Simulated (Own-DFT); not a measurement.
# Computed records: Hf36O71 (tetragonal hafnia with one neutral oxygen vacancy, atoms displaced)

All values are calculated (Own-DFT development build). A calculation, not a measurement: plane-wave PBE and HSE06 DFT by an unreviewed code, no spin, of a simulated cell at Gamma alone, so results move with cell size and shape, stress positive in tension, energies less offsets, not probed for a lower state with spin; hafnium file: forces about 75 meV/angstrom off all-electron values; oxygen file: force components 24 meV/angstrom off all-electron in a glass; k mesh not checked against a denser one; forces and stress are PBE's, HSE06 gives the energy alone, and its difference from PBE has offsets of its own; offsets are fitted by least squares, one for each functional and potential file, so energies compare only between cells with the same atoms and settings and are not formation energies; the far tail of each file's local potential was reset to the Coulomb form; each entry is a single point on an unrelaxed cell, so the pressure reflects the starting lattice, taken from the Materials Project, from which strain is counted, and rises with the displacements; printed positions are rounded, which can move forces by about a meV/angstrom; the program is a retired in-house code; no spin-orbit coupling.

Settings shared by all entries: first functional PBE; second functional HSE06; exact exchange share 0.25; screening 0.11 1/bohr; exchange divergence Gygi-Baldereschi; potential files PseudoDojo norm-conserving, scalar-relativistic, made for PBE, standard set; wave cutoff 48 hartree; occupations fixed; k mesh 1 x 1 x 1 centred on Gamma.

(1) 
```cif
# cell vector a (Å): 10.7800 0.0000 0.0000
# cell vector b (Å): 0.0000 10.7800 0.0000
# cell vector c (Å): 0.0000 0.0000 10.4493
data_Hf36O71
_symmetry_space_group_name_H-M 'P 1'
_symmetry_Int_Tables_number 1
_cell_length_a 10.7800
_cell_length_b 10.7800
_cell_length_c 10.4493
_cell_angle_alpha 90.000
_cell_angle_beta 90.000
_cell_angle_gamma 90.000
_cell_volume 1214.30
loop_
_atom_site_label
_atom_site_type_symbol
_atom_site_fract_x
_atom_site_fract_y
_atom_site_fract_z
_atom_site_occupancy
Hf1 Hf 0.00501 0.99795 0.00006 1
Hf2 Hf 0.16772 0.16552 0.25226 1
O1 O 0.00291 0.16728 0.15398 1
O2 O 0.16595 0.00099 0.34299 1
O3 O 0.00391 0.16773 0.40273 1
O4 O 0.17034 0.00333 0.09960 1
Hf3 Hf 0.99905 0.99842 0.50350 1
Hf4 Hf 0.17145 0.17044 0.75467 1
O5 O 0.99857 0.16484 0.65202 1
O6 O 0.16738 0.99825 0.84696 1
O7 O 0.00253 0.16993 0.90785 1
O8 O 0.16292 0.99910 0.59868 1
Hf5 Hf 0.99854 0.33367 0.99851 1
Hf6 Hf 0.16329 0.49929 0.24669 1
O9 O 0.00260 0.50125 0.14883 1
O10 O 0.16272 0.32859 0.34880 1
O11 O 0.00000 0.50301 0.39666 1
O12 O 0.17165 0.33977 0.09617 1
Hf7 Hf 0.99838 0.33250 0.50420 1
Hf8 Hf 0.16754 0.49832 0.75915 1
O13 O 0.99844 0.49878 0.65140 1
O14 O 0.16789 0.33420 0.85206 1
O15 O 0.00273 0.50141 0.90712 1
O16 O 0.16507 0.33282 0.59724 1
Hf9 Hf 0.99745 0.66336 0.99950 1
Hf10 Hf 0.16939 0.83277 0.24677 1
O17 O 0.99821 0.83519 0.15368 1
O18 O 0.16080 0.66199 0.34370 1
O19 O 0.99787 0.83166 0.40552 1
O20 O 0.16453 0.66711 0.09197 1
Hf11 Hf 0.99912 0.66133 0.50147 1
Hf12 Hf 0.16545 0.83079 0.74905 1
O21 O 0.00132 0.82917 0.64831 1
O22 O 0.17003 0.66346 0.85322 1
O23 O 0.00193 0.82951 0.90003 1
O24 O 0.16643 0.66915 0.60070 1
Hf13 Hf 0.33089 0.00132 0.99893 1
Hf14 Hf 0.50057 0.16785 0.24796 1
O25 O 0.33136 0.17212 0.15606 1
O26 O 0.50001 0.99528 0.35111 1
O27 O 0.33618 0.16443 0.40427 1
O28 O 0.49566 0.99678 0.09667 1
Hf15 Hf 0.33147 0.99926 0.49990 1
Hf16 Hf 0.49997 0.16830 0.75072 1
O29 O 0.33632 0.16292 0.65323 1
O30 O 0.50008 0.99758 0.84880 1
O31 O 0.33553 0.17429 0.90056 1
O32 O 0.49828 0.99922 0.60105 1
Hf17 Hf 0.33353 0.32756 0.99839 1
Hf18 Hf 0.49949 0.49700 0.25239 1
O33 O 0.33337 0.50376 0.15162 1
O34 O 0.49571 0.33193 0.35415 1
O35 O 0.33287 0.49618 0.40623 1
O36 O 0.50333 0.33714 0.09906 1
Hf19 Hf 0.33583 0.32869 0.49855 1
Hf20 Hf 0.49488 0.49475 0.75421 1
O37 O 0.32897 0.49717 0.64997 1
O38 O 0.50124 0.33765 0.84839 1
O39 O 0.33007 0.50038 0.90457 1
O40 O 0.49686 0.33660 0.60062 1
Hf21 Hf 0.33547 0.66679 0.00201 1
Hf22 Hf 0.49930 0.83168 0.25277 1
O41 O 0.33693 0.83250 0.14925 1
O42 O 0.50045 0.66807 0.34873 1
O43 O 0.33111 0.83112 0.40869 1
O44 O 0.49543 0.66598 0.10133 1
Hf23 Hf 0.33291 0.66859 0.49617 1
Hf24 Hf 0.50263 0.83372 0.74787 1
O45 O 0.33312 0.83781 0.65423 1
O46 O 0.50051 0.66775 0.84616 1
O47 O 0.33433 0.83783 0.89960 1
O48 O 0.50227 0.66689 0.59839 1
Hf25 Hf 0.66722 0.00143 0.00118 1
Hf26 Hf 0.83421 0.17078 0.24978 1
O49 O 0.66725 0.16683 0.14551 1
O50 O 0.83455 0.00077 0.35153 1
O51 O 0.66523 0.17340 0.40529 1
O52 O 0.83234 0.00082 0.09474 1
Hf27 Hf 0.66647 0.99257 0.49534 1
Hf28 Hf 0.82904 0.16855 0.75134 1
O53 O 0.66817 0.16447 0.65103 1
O54 O 0.83863 0.00091 0.84486 1
O55 O 0.66883 0.16424 0.90125 1
O56 O 0.83825 0.00352 0.59870 1
Hf29 Hf 0.66969 0.33174 0.99692 1
Hf30 Hf 0.83187 0.50672 0.24733 1
O57 O 0.66673 0.49445 0.15226 1
O58 O 0.83313 0.33731 0.34746 1
O59 O 0.66052 0.49989 0.40412 1
Hf31 Hf 0.66904 0.32911 0.50267 1
Hf32 Hf 0.83053 0.50213 0.74776 1
O60 O 0.66656 0.49529 0.65152 1
O61 O 0.83443 0.33287 0.84354 1
O62 O 0.67028 0.50200 0.90856 1
O63 O 0.83055 0.33560 0.60163 1
Hf33 Hf 0.66724 0.66560 0.99697 1
Hf34 Hf 0.83224 0.83297 0.24761 1
O64 O 0.66828 0.83466 0.15416 1
O65 O 0.83716 0.66841 0.34869 1
O66 O 0.66907 0.83285 0.40214 1
O67 O 0.83179 0.67394 0.09630 1
Hf35 Hf 0.66627 0.66582 0.50614 1
Hf36 Hf 0.83429 0.83163 0.74515 1
O68 O 0.67154 0.83708 0.64868 1
O69 O 0.83618 0.66914 0.84586 1
O70 O 0.66501 0.83922 0.89877 1
O71 O 0.84023 0.66652 0.59470 1
_calc_PBE_energy_of_cell_above_offsets '-100.610'  # eV
_calc_HSE06_less_PBE_above_offsets '-0.119'  # eV
_calc_PBE_pressure 0.76  # GPa
_calc_PBE_stress_xx 0.1  # GPa
_calc_PBE_stress_yy -1.04  # GPa
_calc_PBE_stress_zz -1.36  # GPa
_calc_PBE_stress_yz -1.01  # GPa
_calc_PBE_stress_xz -0.31  # GPa
_calc_PBE_stress_xy -0.02  # GPa
```

Force:
```
element  x (eV/Å)  y (eV/Å)  z (eV/Å)
     Hf    -1.005    -0.059    -0.356
     Hf    -0.759     0.573     0.328
      O    -0.714     0.446     -0.13
      O     0.448    -0.853     0.441
      O    -0.582    -0.187     0.227
      O    -0.317    -0.344    -0.293
     Hf    -0.007     0.156    -0.714
     Hf    -1.321    -0.645    -1.294
      O     0.397     0.633     0.828
      O    -0.036     0.901     0.371
      O     0.225    -0.542    -0.278
      O      0.94     0.087    -0.149
     Hf     0.154    -0.052     1.043
     Hf     0.811     -0.86     0.462
      O    -1.568    -0.232    -0.017
      O     0.355     0.923    -0.251
      O    -0.138    -1.164     0.505
      O    -0.935    -0.339     -0.16
     Hf     0.645    -0.052    -0.642
     Hf     0.149     0.769    -1.403
      O     0.186    -0.035     0.539
      O     0.011    -0.363    -0.167
      O    -0.328    -0.687    -0.916
      O     0.322    -0.437     0.415
     Hf     0.723     0.901    -0.008
     Hf    -0.901    -0.404     0.454
      O     0.814      0.27    -0.239
      O     0.869     1.165     0.037
      O     0.341     0.102    -0.232
      O     0.269     0.361     0.735
     Hf     1.462     0.881    -0.867
     Hf     0.183    -0.424    -0.043
      O    -0.378     0.332     0.724
      O    -0.134     0.528    -0.766
      O     0.148     0.526     0.313
      O     0.424     -0.07    -0.389
     Hf     0.757    -0.855    -0.538
     Hf    -0.054     0.015      0.49
      O     1.008    -0.072    -0.623
      O     0.214     0.812    -0.349
      O     -0.05    -0.377    -0.342
      O     0.523     0.662     0.282
     Hf    -0.112    -0.034     1.009
     Hf     0.504    -0.979    -0.431
      O    -0.506     0.201     0.159
      O    -0.138     1.238     -0.28
      O    -0.034    -1.951    -0.462
      O     0.578     -0.06    -0.619
     Hf     0.021     2.331     1.626
     Hf    -0.427     0.143    -0.008
      O     0.139     0.107     0.581
      O     0.041    -0.298    -0.911
      O     0.114     0.658    -0.484
      O    -0.347    -0.551    -0.143
     Hf     -0.74     0.998     0.331
     Hf    -0.485     1.406    -1.527
      O     0.556     0.203     1.079
      O     0.262    -1.213     0.513
      O     0.565    -0.488    -0.373
      O     0.714    -0.447     0.292
     Hf    -0.695     0.239    -0.397
     Hf     0.501    -0.115    -0.808
      O    -0.813     0.039     0.569
      O    -0.197    -0.207     0.121
      O    -0.173     0.581    -1.321
      O     1.795     0.003    -0.383
     Hf    -0.322    -1.572     1.278
     Hf    -0.664     0.449       0.3
      O     0.187    -0.339    -0.133
      O     0.152    -0.504     0.291
      O    -0.094    -0.599     0.593
      O    -0.469     0.258     -0.05
     Hf    -0.211    -0.522    -0.133
     Hf     0.514    -0.545     0.275
      O    -0.005     0.395     0.793
      O    -0.548     0.238    -0.772
      O    -0.042     -1.84    -0.984
      O     0.626    -0.004     0.199
     Hf     0.425     1.384     0.903
     Hf     1.052    -1.232    -0.672
      O    -0.786     0.393     0.243
      O    -0.005    -0.299     0.124
      O     -0.23      0.68    -0.289
      O    -1.352    -0.447    -0.152
     Hf     0.325     0.071     0.988
     Hf     0.531    -0.571     0.664
      O     0.428     0.204     0.055
      O    -0.099    -0.097    -0.732
      O     0.327     0.199     0.058
     Hf    -0.694     1.297     0.125
     Hf     0.467     -0.34     -0.17
      O    -0.211     0.746      0.74
      O    -0.112     0.827     1.068
      O     0.096    -0.448    -0.813
      O     0.426    -0.192    -0.346
     Hf    -0.872      1.26     0.448
     Hf     0.671     0.549     0.842
      O    -0.971         0    -0.183
      O    -0.602    -0.206    -0.433
      O    -0.157    -0.837    -0.092
      O    -0.211    -0.639     0.224
     Hf     0.087    -0.488    -0.996
     Hf     0.998     1.264     0.565
      O    -0.497    -0.331    -0.266
      O    -0.514    -0.546     0.074
      O     0.258      -1.2     0.268
      O    -2.178    -0.219     0.937
```

(2) 
```cif
# cell vector a (Å): 10.7800 0.0000 0.0000
# cell vector b (Å): 0.0000 10.7800 0.0000
# cell vector c (Å): 0.0000 0.0000 10.4493
data_Hf36O71
_symmetry_space_group_name_H-M 'P 1'
_symmetry_Int_Tables_number 1
_cell_length_a 10.7800
_cell_length_b 10.7800
_cell_length_c 10.4493
_cell_angle_alpha 90.000
_cell_angle_beta 90.000
_cell_angle_gamma 90.000
_cell_volume 1214.30
loop_
_atom_site_label
_atom_site_type_symbol
_atom_site_fract_x
_atom_site_fract_y
_atom_site_fract_z
_atom_site_occupancy
Hf1 Hf 0.99880 0.00469 0.99075 1
Hf2 Hf 0.17985 0.16401 0.24605 1
O1 O 0.99809 0.15934 0.14733 1
O2 O 0.18482 0.00738 0.34004 1
O3 O 0.00942 0.17233 0.40800 1
O4 O 0.15917 0.99650 0.09657 1
Hf3 Hf 0.00169 0.00273 0.50085 1
Hf4 Hf 0.16413 0.16284 0.75303 1
O5 O 0.00552 0.16326 0.65044 1
O6 O 0.17468 0.00154 0.85148 1
O7 O 0.99619 0.17496 0.90392 1
O8 O 0.16539 0.00473 0.60278 1
Hf5 Hf 0.00563 0.33295 0.98894 1
Hf6 Hf 0.16561 0.51606 0.25395 1
O9 O 0.00754 0.50379 0.14740 1
O10 O 0.16782 0.31891 0.33714 1
O11 O 0.00180 0.51019 0.40071 1
O12 O 0.16880 0.33558 0.09515 1
Hf7 Hf 0.01169 0.32355 0.50334 1
Hf8 Hf 0.18076 0.49667 0.74610 1
O13 O 0.00257 0.50415 0.65046 1
O14 O 0.16019 0.34608 0.84651 1
O15 O 0.00996 0.50309 0.90358 1
O16 O 0.15622 0.33221 0.59192 1
Hf9 Hf 0.01255 0.66781 0.99015 1
Hf10 Hf 0.17361 0.83298 0.26221 1
O17 O 0.99170 0.84183 0.15189 1
O18 O 0.16548 0.66516 0.34555 1
O19 O 0.00156 0.83673 0.39870 1
O20 O 0.16316 0.66797 0.08971 1
Hf11 Hf 0.00686 0.66867 0.48495 1
Hf12 Hf 0.16666 0.82865 0.74088 1
O21 O 0.00717 0.82801 0.65020 1
O22 O 0.15669 0.66104 0.83353 1
O23 O 0.01017 0.84418 0.90066 1
O24 O 0.15587 0.66445 0.59708 1
Hf13 Hf 0.32812 0.98956 0.00811 1
Hf14 Hf 0.50687 0.15592 0.25133 1
O25 O 0.33800 0.15570 0.15650 1
O26 O 0.50143 0.99109 0.33166 1
O27 O 0.33333 0.17201 0.40059 1
O28 O 0.49696 0.00780 0.08869 1
Hf15 Hf 0.32839 0.01065 0.50381 1
Hf16 Hf 0.48869 0.17653 0.76703 1
O29 O 0.33904 0.15969 0.65735 1
O30 O 0.50686 0.99087 0.84948 1
O31 O 0.33496 0.17253 0.90128 1
O32 O 0.50289 0.99744 0.60932 1
Hf17 Hf 0.33644 0.32699 0.00715 1
Hf18 Hf 0.49839 0.50487 0.24552 1
O33 O 0.32449 0.50114 0.15973 1
O34 O 0.49341 0.32335 0.33211 1
O35 O 0.34797 0.50428 0.40401 1
O36 O 0.49978 0.33691 0.09416 1
Hf19 Hf 0.32027 0.32822 0.50441 1
Hf20 Hf 0.49833 0.50067 0.74638 1
O37 O 0.34276 0.51547 0.63941 1
O38 O 0.49619 0.31868 0.84459 1
O39 O 0.34231 0.49840 0.91263 1
O40 O 0.50310 0.35034 0.60211 1
Hf21 Hf 0.33382 0.65907 0.00924 1
Hf22 Hf 0.49654 0.82776 0.24890 1
O41 O 0.32517 0.84146 0.14013 1
O42 O 0.50648 0.67089 0.34309 1
O43 O 0.34463 0.84041 0.40419 1
O44 O 0.49347 0.66623 0.09046 1
Hf23 Hf 0.32737 0.66453 0.50406 1
Hf24 Hf 0.50450 0.83173 0.74394 1
O45 O 0.33148 0.82966 0.66116 1
O46 O 0.49867 0.66711 0.84486 1
O47 O 0.34347 0.82994 0.90831 1
O48 O 0.50246 0.67329 0.59954 1
Hf25 Hf 0.65737 0.99950 0.99542 1
Hf26 Hf 0.82473 0.16613 0.26067 1
O49 O 0.65779 0.17893 0.16501 1
O50 O 0.82862 0.99397 0.34987 1
O51 O 0.67608 0.16388 0.41666 1
O52 O 0.82763 0.00097 0.11861 1
Hf27 Hf 0.65490 0.99350 0.49101 1
Hf28 Hf 0.82457 0.16518 0.74197 1
O53 O 0.67666 0.16804 0.64633 1
O54 O 0.82525 0.01163 0.84903 1
O55 O 0.66187 0.17247 0.88378 1
O56 O 0.82962 0.99984 0.58587 1
Hf29 Hf 0.66340 0.34465 0.00535 1
Hf30 Hf 0.83438 0.49920 0.25545 1
O57 O 0.66532 0.50741 0.13161 1
O58 O 0.83298 0.33294 0.34560 1
O59 O 0.66280 0.50747 0.39279 1
O60 O 0.84152 0.34182 0.09620 1
Hf31 Hf 0.66404 0.32640 0.48763 1
Hf32 Hf 0.82370 0.50352 0.73910 1
O61 O 0.66938 0.50186 0.64668 1
O62 O 0.83381 0.34081 0.84414 1
O63 O 0.65677 0.49676 0.90920 1
O64 O 0.82825 0.34293 0.60782 1
Hf33 Hf 0.66093 0.68455 0.98793 1
Hf34 Hf 0.82341 0.82641 0.24217 1
O65 O 0.66548 0.84030 0.15059 1
O66 O 0.83939 0.67268 0.35359 1
O67 O 0.65888 0.85144 0.40400 1
O68 O 0.83358 0.66828 0.11678 1
Hf35 Hf 0.66636 0.65681 0.48833 1
Hf36 Hf 0.81879 0.81751 0.76322 1
O69 O 0.67433 0.83043 0.67065 1
O70 O 0.65532 0.84941 0.89398 1
O71 O 0.83777 0.66975 0.60222 1
_calc_PBE_energy_of_cell_above_offsets '-85.366'  # eV
_calc_HSE06_less_PBE_above_offsets '0.650'  # eV
_calc_PBE_pressure 6.19  # GPa
_calc_PBE_stress_xx -3.78  # GPa
_calc_PBE_stress_yy -8.86  # GPa
_calc_PBE_stress_zz -5.94  # GPa
_calc_PBE_stress_yz -2.19  # GPa
_calc_PBE_stress_xz -0.82  # GPa
_calc_PBE_stress_xy -0.05  # GPa
```

Force:
```
element  x (eV/Å)  y (eV/Å)  z (eV/Å)
     Hf    -1.407     0.739     3.216
     Hf    -3.516     0.105    -2.461
      O     0.289     0.607     1.354
      O    -0.193    -2.269         2
      O     -0.73     -2.35    -0.884
      O     0.999     0.204     0.011
     Hf    -2.985    -0.853       0.3
     Hf    -0.093    -0.444     1.211
      O    -0.554     0.436     0.064
      O    -0.182     0.349    -0.681
      O     1.228    -1.891    -1.931
      O     1.059    -0.007    -0.628
     Hf    -1.336     1.591     2.348
     Hf    -2.088    -5.464    -2.675
      O    -0.438     0.434     1.514
      O     0.401      4.36     2.425
      O     0.253    -3.156    -1.162
      O     0.785    -0.846     -0.39
     Hf    -6.355     2.391    -1.304
     Hf    -3.729     1.833     0.051
      O     0.442    -0.638     0.614
      O     1.131    -2.569    -0.792
      O    -0.994     0.817    -0.337
      O     5.453     0.426      2.73
     Hf     -2.56    -0.016     0.775
     Hf    -2.642     2.876    -2.749
      O     1.631    -0.816       0.5
      O     1.147     2.674     1.966
      O     1.678     0.572     -0.09
      O      1.74     0.237     1.875
     Hf    -2.816     1.409     3.445
     Hf     -1.36     0.563     1.823
      O    -1.353     0.846    -0.052
      O      0.99     0.636     1.127
      O    -0.678    -2.218    -0.637
      O     3.294     0.069    -1.007
     Hf    -0.655     0.552     -1.99
     Hf    -2.507     0.773    -0.776
      O     0.737     0.697    -1.072
      O    -0.069     1.506      1.95
      O     0.436    -0.776     1.459
      O      0.51    -0.207     1.096
     Hf     0.906    -0.919     0.606
     Hf     3.368    -7.765     -3.05
      O    -2.477     1.186    -1.902
      O    -1.172     2.025    -0.053
      O     -0.64    -1.001     0.367
      O    -1.149    -0.485    -2.159
     Hf    -1.153     0.456    -0.122
     Hf      0.53    -1.759    -0.686
      O     1.678     0.724    -0.314
      O     1.075     1.915      1.54
      O    -0.991    -0.741     0.127
      O    -0.848     0.444     0.409
     Hf     3.115     0.819    -1.906
     Hf     1.901    -0.193     0.689
      O    -1.827    -1.017     1.338
      O    -0.113     8.637     3.045
      O    -0.119    -0.662    -1.542
      O    -1.217    -1.131    -1.366
     Hf    -0.842     1.578    -2.652
     Hf    -0.103     0.874     -1.26
      O     1.067    -1.146     2.642
      O     0.098    -0.653     0.337
      O    -1.173    -1.351     0.019
      O     1.188     0.386     1.879
     Hf     1.119     1.078     0.812
     Hf    -1.636     1.079     1.011
      O     0.239    -0.209     -1.75
      O     0.767    -0.348     0.184
      O     -0.73    -0.997    -0.079
      O     0.199    -0.208    -1.302
     Hf     1.872     3.196    -0.027
     Hf     2.479    -2.613    -2.614
      O     2.588     0.076    -1.388
      O     0.469     1.258     0.116
      O    -0.875    -0.348    -2.836
      O    -0.969     0.503    -2.893
     Hf     2.363     4.042     4.712
     Hf     0.459     1.246     0.979
      O    -3.254     0.794    -0.865
      O     0.705    -2.497     0.513
      O     0.032    -0.217       2.7
      O     0.907     0.169     0.477
     Hf     2.871    -1.702    -0.511
     Hf     1.057     0.718    -3.156
      O    -0.419    -0.326      3.17
      O     -0.62     0.788     1.189
      O     0.062    -2.522    -1.123
      O    -1.409     0.048     0.312
     Hf     0.629     1.277     3.354
     Hf     3.149    -1.361     1.053
      O    -2.201     1.119    -0.721
      O     0.019    -0.073     0.159
      O    -0.235     2.326    -2.572
      O     0.736    -0.402    -2.562
     Hf     1.084    -3.016     1.449
     Hf     3.224     2.293    -0.092
      O    -2.631    -1.011    -1.297
      O    -1.426    -1.173     0.812
      O    -0.031     -7.63    -2.418
      O    -0.624    -0.008    -2.659
     Hf     0.901     2.743     2.815
     Hf     4.061     1.844    -0.871
      O    -1.679     0.002    -3.047
      O     1.643    -3.251     0.908
      O    -0.957    -0.091    -0.166
```
